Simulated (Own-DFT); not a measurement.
# What random displacements cost in zincblende InP, 64 atoms (In32P32)

Calculated results; nothing here was measured. They come from Own-DFT, an in-house plane-wave density functional program, since retired, whose code no person has reviewed. Each row is one single-point run on a periodic cell that was not relaxed, without spin or spin-orbit coupling.

Settings of every run: PBE; PseudoDojo norm-conserving scalar-relativistic files; cutoff 36 hartree; 3 x 3 x 3 k mesh centred on Gamma; Fermi-Dirac smearing of 0.1 eV.

Known limits: forces on such cells moved up to 12 meV/angstrom on a denser k mesh; stress not checked against mesh or cutoff.

Cell vectors in Å: (11.737, 0.000, 0.000); (0.000, 11.737, 0.000); (0.000, 0.000, 11.737). In each run every atom was moved at random and independently from its ideal site; u is the rms move along one axis. E is the free energy for each atom above the fitted value at u = 0, and F the rms of the force components.

```
run   u (Å)  E (meV/atom)  F (eV/Å)  largest force (eV/Å)  P (GPa)
  1  0.0212           6.4     0.250                  0.89     3.21
  2  0.0225           7.0     0.267                  1.22     3.22
  3  0.0527          38.4     0.610                  1.75     3.64
  4  0.0533             ?         ?                     ?        ?
  5  0.1009         133.3     1.181                  4.93     4.79
  6  0.1035         155.1     1.271                  4.55     5.16
  7  0.1056         160.5     1.385                  6.26     5.14
  8  0.1560         386.5     2.478                 12.43     8.10
  9  0.2177         629.9     3.144                 12.47    10.55
```

## Worked fit

For small independent moves the energy grows as E = (3/2) K u², with K the mean stiffness felt by one atom. The runs with u up to 0.11 Å give K = 9.3 ± 0.2 eV/Å², with residuals divided by u² + 0.0006 Å², since the noise grows with the moves. The scatter is 1.6 meV/atom at u = 0.05 Å. The forces follow F = G u with G = 12.1 eV/Å²; no force at u = 0 is resolved. G exceeds K because the moves of its neighbours add to the force on an atom, and stiffness differs between atoms. At u = 0.218 Å the parabola gives 662 meV/atom and the run 630. The pressure follows P = 3.13 + 178 u² GPa: at fixed volume, shortened bonds push harder than stretched ones pull.

## Withheld run

Question: what energy and rms force should run 4 give?

The fit gives 40 ± 2 meV/atom and about 0.64 eV/Å. The calculation gave 37.9 meV/atom and 0.606 eV/Å.
